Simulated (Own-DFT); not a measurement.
# Computed records: Hf36O71 (tetragonal hafnia with one neutral oxygen vacancy, atoms displaced)

Computed with Own-DFT development build. A calculation, not a measurement: plane-wave PBE and HSE06 DFT by an unreviewed code, no spin, of a simulated cell at Gamma alone, so results move with cell size and shape, stress positive in tension, energies less offsets, not probed for a lower state with spin; hafnium file: forces about 75 meV/angstrom off all-electron values; oxygen file: force components 24 meV/angstrom off all-electron in a glass; k mesh not checked against a denser one; forces and stress are PBE's, HSE06 gives the energy alone, and its difference from PBE has offsets of its own; offsets are fitted by least squares, one for each functional and potential file, so energies compare only between cells with the same atoms and settings and are not formation energies; the far tail of each file's local potential was reset to the Coulomb form; each entry is a single point on an unrelaxed cell, so the pressure reflects the starting lattice, taken from the Materials Project, from which strain is counted, and rises with the displacements; printed positions are rounded, which can move forces by about a meV/angstrom; the program is a retired in-house code; no spin-orbit coupling.

### Hf36O71 (tetragonal hafnia with one neutral oxygen vacancy, atoms displaced)

```
cell vectors (Å)
  10.7800     0.0000     0.0000
   0.0000    10.7800     0.0000
   0.0000     0.0000    10.4493
atoms (fractions of the cell vectors)
Hf  0.00284  0.98964  0.99514
Hf  0.15300  0.16637  0.24837
O   0.99006  0.16465  0.13056
O   0.16343  0.99474  0.34594
O   0.98673  0.15564  0.39447
O   0.17659  0.00014  0.09724
Hf  0.00071  0.00241  0.50505
Hf  0.17091  0.17492  0.74976
O   0.99673  0.17095  0.65556
O   0.17096  0.00414  0.85234
O   0.17284  0.99455  0.59332
Hf  0.00094  0.32672  0.00616
Hf  0.16601  0.50095  0.25217
O   0.00368  0.47888  0.15833
O   0.17485  0.33713  0.34330
O   0.99833  0.50832  0.39231
O   0.18631  0.33076  0.08711
Hf  0.01165  0.34455  0.50383
Hf  0.17369  0.50149  0.75872
O   0.00575  0.50739  0.65764
O   0.18816  0.33107  0.85575
O   0.99928  0.50689  0.91334
O   0.16046  0.34996  0.59313
Hf  0.99983  0.66891  0.00523
Hf  0.15420  0.83123  0.25532
O   0.98962  0.83085  0.15000
O   0.17780  0.66102  0.34509
O   0.00267  0.84350  0.41104
O   0.16635  0.65774  0.07768
Hf  0.99816  0.66763  0.49358
Hf  0.17304  0.83202  0.74797
O   0.99606  0.84828  0.65335
O   0.17125  0.66509  0.84544
O   0.99190  0.83909  0.90999
O   0.16853  0.67396  0.59132
Hf  0.33245  0.99541  0.99480
Hf  0.50369  0.16959  0.24804
O   0.33564  0.16666  0.15514
O   0.48533  0.99481  0.35048
O   0.33663  0.16649  0.39853
O   0.49817  0.01494  0.11663
Hf  0.33468  0.99003  0.50095
Hf  0.49540  0.17100  0.75491
O   0.32984  0.16773  0.65731
O   0.49978  0.00089  0.85772
O   0.33738  0.16147  0.91289
O   0.49736  0.98539  0.60739
Hf  0.33467  0.33084  0.00019
Hf  0.49667  0.50123  0.24930
O   0.33889  0.51210  0.15524
O   0.50286  0.32170  0.34761
O   0.34481  0.49471  0.39635
O   0.49568  0.33189  0.11111
Hf  0.32896  0.33224  0.49502
Hf  0.50071  0.49906  0.74804
O   0.32237  0.49057  0.64653
O   0.49224  0.35469  0.84190
O   0.34404  0.49839  0.90032
O   0.51259  0.33411  0.58668
Hf  0.33021  0.65184  0.01428
Hf  0.49481  0.82766  0.25581
O   0.33008  0.82177  0.15058
O   0.50303  0.67940  0.35543
O   0.32700  0.83010  0.41596
O   0.49631  0.66963  0.10938
Hf  0.33460  0.66908  0.50401
Hf  0.49358  0.82826  0.73892
O   0.33796  0.84165  0.65321
O   0.50393  0.65863  0.83431
O   0.33391  0.83659  0.89369
O   0.49199  0.67183  0.59286
Hf  0.67631  0.01047  0.99452
Hf  0.84353  0.17105  0.25599
O   0.65702  0.17498  0.15589
O   0.83214  0.99759  0.33369
O   0.66493  0.15286  0.40194
O   0.83562  0.00558  0.08935
Hf  0.66173  0.01514  0.49501
Hf  0.82170  0.15653  0.75596
O   0.67702  0.17451  0.65822
O   0.83058  0.99585  0.83980
O   0.66853  0.17431  0.90239
O   0.83078  0.00430  0.59106
Hf  0.65613  0.33114  0.00039
Hf  0.82789  0.50270  0.25151
O   0.66336  0.50006  0.13983
O   0.83434  0.33702  0.34819
O   0.68558  0.50506  0.40602
O   0.83339  0.32290  0.10125
Hf  0.66988  0.34595  0.49729
Hf  0.83969  0.49970  0.74721
O   0.65560  0.49684  0.65836
O   0.85032  0.31272  0.85182
O   0.66210  0.50289  0.90490
O   0.83187  0.33865  0.58992
Hf  0.66164  0.66586  0.99828
Hf  0.83759  0.83232  0.24895
O   0.66965  0.82398  0.13556
O   0.82812  0.67123  0.35556
O   0.66467  0.84120  0.39616
O   0.83198  0.67751  0.08918
Hf  0.66859  0.66099  0.50865
Hf  0.83847  0.84396  0.75014
O   0.67601  0.82912  0.65028
O   0.83655  0.65942  0.85141
O   0.66866  0.83425  0.90299
O   0.83500  0.66829  0.59950
```

| Property | Result |
| --- | --- |
| first functional | PBE |
| second functional | HSE06 |
| exact exchange share | 0.25 |
| screening | 0.11 1/bohr |
| exchange divergence | Gygi-Baldereschi |
| potential files | PseudoDojo norm-conserving, scalar-relativistic, made for PBE, standard set |
| wave cutoff | 48 hartree |
| occupations | fixed |
| k mesh | 1 x 1 x 1 centred on Gamma |
| PBE energy of cell above offsets | -88.397 eV |
| HSE06 less PBE above offsets | 0.519 eV |
| PBE pressure | 5.51 GPa |
| PBE stress xx | -4.95 GPa |
| PBE stress yy | -6.08 GPa |
| PBE stress zz | -5.5 GPa |
| PBE stress yz | -0.19 GPa |
| PBE stress xz | 0.63 GPa |
| PBE stress xy | 0.14 GPa |

Force:
| element | x (eV/Å) | y (eV/Å) | z (eV/Å) |
| --- | --- | --- | --- |
| Hf | 1.193 | 4.453 | 1.542 |
| Hf | 3.476 | -1.475 | -1.309 |
| O | 2.553 | 0.514 | 1.742 |
| O | -0.128 | 1.114 | -0.388 |
| O | 1.716 | 2.674 | -0.114 |
| O | -2.904 | -0.419 | 0.814 |
| Hf | -0.084 | 0.206 | 1.135 |
| Hf | -2.207 | -1.714 | 1.461 |
| O | 1.26 | 0.093 | 0.053 |
| O | -0.809 | -0.301 | -1.247 |
| O | -1.335 | 0.438 | 0.716 |
| Hf | -0.939 | 0.196 | -1.219 |
| Hf | 0.404 | -0.291 | -1.128 |
| O | -0.452 | 0.729 | -0.021 |
| O | -1.314 | -0.916 | 0.764 |
| O | 0.536 | -0.664 | 1.104 |
| O | -4.901 | 0.359 | 2.799 |
| Hf | -4.54 | -0.961 | -1.05 |
| Hf | -0.223 | -0.333 | 0.246 |
| O | -0.155 | -0.354 | -0.799 |
| O | -1.513 | 0.71 | -1.847 |
| O | 0.378 | -2.162 | -0.716 |
| O | 2.051 | -1.406 | 1.255 |
| Hf | -2.427 | -0.202 | -2.117 |
| Hf | 2.184 | 1.148 | -0.912 |
| O | 3.553 | 0.019 | 0.144 |
| O | -0.908 | 0.932 | -0.232 |
| O | 0.18 | -2.799 | -1.517 |
| O | -1.659 | -0.131 | 3.365 |
| Hf | -0.444 | 0.732 | 1.471 |
| Hf | -0.028 | 0.777 | 0.32 |
| O | 1.605 | -0.57 | 0.357 |
| O | -0.194 | 0.946 | -0.508 |
| O | 0.525 | -3.193 | -2.006 |
| O | -0.931 | 0.454 | 0.606 |
| Hf | 2.328 | -0.108 | 1.883 |
| Hf | -2.871 | -3.169 | 0.094 |
| O | -2.057 | 0.616 | 0.559 |
| O | 0.186 | 0.28 | 1.044 |
| O | -1.41 | 0.079 | 1.793 |
| O | 0.666 | -1.775 | -2.794 |
| Hf | 1.454 | 2.311 | -0.938 |
| Hf | 0.336 | -1.023 | 0.18 |
| O | 1.406 | 0.805 | -0.554 |
| O | 0.532 | 0.795 | -1.379 |
| O | 0.82 | 1.514 | -1.895 |
| O | 0.826 | 1.891 | -0.578 |
| Hf | 2.536 | -1.088 | -0.685 |
| Hf | 0.648 | -0.155 | 0.453 |
| O | -1.533 | -0.562 | -0.215 |
| O | 0.786 | 4.004 | 1.039 |
| O | -0.023 | 0.756 | 0.471 |
| O | 0.373 | 1.091 | -1.618 |
| Hf | 2.275 | -0.652 | -0.469 |
| Hf | -2.078 | 2.349 | -1.234 |
| O | 1.663 | 0.578 | 0.155 |
| O | 0.83 | -6.628 | 2.052 |
| O | -1.503 | 0.926 | 0.711 |
| O | -2.977 | -0.526 | 1.133 |
| Hf | 2.791 | 2.315 | -2.393 |
| Hf | 1.916 | 2.936 | -2.14 |
| O | -1.305 | 0.083 | 1.008 |
| O | -0.088 | -3.802 | 0.574 |
| O | -0.451 | -0.492 | -1.757 |
| O | 0.631 | -0.822 | -0.87 |
| Hf | -0.564 | -1.572 | -1.41 |
| Hf | 3.618 | 0.799 | 2.832 |
| O | -2.697 | -0.941 | -0.874 |
| O | -0.04 | 1.996 | 1.357 |
| O | -0.181 | -1.63 | 0.047 |
| O | 1.472 | -0.226 | 0.98 |
| Hf | -3.031 | -3.201 | 2.178 |
| Hf | -2.494 | -0.449 | -1.695 |
| O | 3.637 | 0.131 | -1.331 |
| O | 0.321 | 0.437 | 0.456 |
| O | 0.508 | 5.783 | -2.213 |
| O | 0.117 | -0.144 | -0.145 |
| Hf | -0.27 | -6.849 | 2.431 |
| Hf | 3.564 | 1.733 | -1.095 |
| O | -4.039 | -0.426 | -1.23 |
| O | -0.079 | 1.724 | 2.376 |
| O | -0.648 | -0.336 | -0.966 |
| O | 0.101 | 0.185 | 0.248 |
| Hf | 1.265 | 1.786 | 1.968 |
| Hf | 0.137 | -0.406 | -0.992 |
| O | 0.625 | -0.026 | 2.108 |
| O | -0.075 | -0.012 | -0.257 |
| O | -1.119 | -0.062 | -1.118 |
| O | -0.8 | 0.919 | -0.542 |
| Hf | 0.335 | -2.4 | -0.178 |
| Hf | -0.647 | 0.102 | 1.586 |
| O | 3.658 | 0.748 | -1.964 |
| O | 0.558 | 2.604 | 0.035 |
| O | 0.684 | -2.231 | -0.684 |
| O | 1.517 | 1.069 | 0.611 |
| Hf | 0.246 | 2.11 | -0.117 |
| Hf | -4.977 | 0.176 | 0.076 |
| O | -0.374 | 0.823 | 2.379 |
| O | 1.017 | -0.21 | -0.756 |
| O | 0.177 | -0.484 | 0.756 |
| O | 0.764 | -1.734 | 1.586 |
| Hf | -0.219 | 4.011 | -0.431 |
| Hf | -2.332 | -4.254 | -0.892 |
| O | -1.027 | -0.585 | 0.38 |
| O | 0.075 | 0.73 | -1.251 |
| O | 0.096 | 0.437 | -0.512 |
| O | 0.903 | -1.252 | -0.127 |
